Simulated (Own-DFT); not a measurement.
# What a defect does to the pressure of its cell: D0_22 TiAl3

The numbers are computed, not measured, by runs of the plane-wave DFT program Own-DFT (in-house, retired, unreviewed) at fixed positions, with no spin and no spin-orbit coupling.

All runs used: PBE; PseudoDojo norm-conserving scalar-relativistic files; cutoff 42 hartree; 4 x 4 x 4 k mesh centred on Gamma; cold (Marzari-Vanderbilt) smearing of 0.2 eV.

Caveats: forces on such cells failed a check on a denser k mesh; stress not checked against mesh or cutoff.

All runs share one cell, with vectors in Å (-2.365, -6.981, 4.326); (-7.667, 3.491, 1.442); (-2.950, -3.488, -7.241) and a volume of 625.4 Å³. Atoms were moved at random from their sites; u is the rms move along one axis. The defect's site can differ from row to row.

```
cell,formula,u (Å),P (GPa)
no defect,Al30Ti10,0.0193,1.98
no defect,Al30Ti10,0.0477,2.50
no defect,Al30Ti10,0.0499,2.54
two Al on a Ti site each,Al32Ti8,0.0259,2.84
two Al on a Ti site each,Al32Ti8,0.0488,3.42
two Al on a Ti site each,Al32Ti8,0.0507,3.46
two Ti on an Al site each,Al28Ti12,0.0280,3.32
two Ti on an Al site each,Al28Ti12,0.0309,3.32
two Ti on an Al site each,Al28Ti12,0.0517,3.75
two Al vacancies,Al28Ti10,0.0293,1.11
two Al vacancies,Al28Ti10,0.0320,1.17
two Al vacancies,Al28Ti10,0.0517,1.60
two Al vacancies,Al28Ti10,0.0521,?
```

## Fit

P = P0 + c u² + a shift for each defect gives P0 = 1.87 GPa, c = 277 ± 13 GPa/Å² and a scatter of 0.04 GPa. The shifts, and each times the cell's volume:

- two Ti on an Al site each: 1.19 ± 0.03 GPa, 4.6 eV (2.3 eV for each of its 2 sites)
- two Al on a Ti site each: 0.85 ± 0.03 GPa, 3.3 eV (1.7 eV for each of its 2 sites)
- two Al vacancies: -0.99 ± 0.03 GPa, -3.9 eV (-1.9 eV for each of its 2 sites)

Against the defect-free cell, a freed cell would be larger where the shift is positive and smaller where it is negative (160.2 GPa Å³ is 1 eV). The atoms around the defects weren't relaxed, which would change these numbers.

## Prediction

Asked: what pressure belongs in the blank (two Al vacancies, u = 0.0521 Å)?

From the fit: 1.63 ± 0.05 GPa. The run itself gave 1.71 GPa.
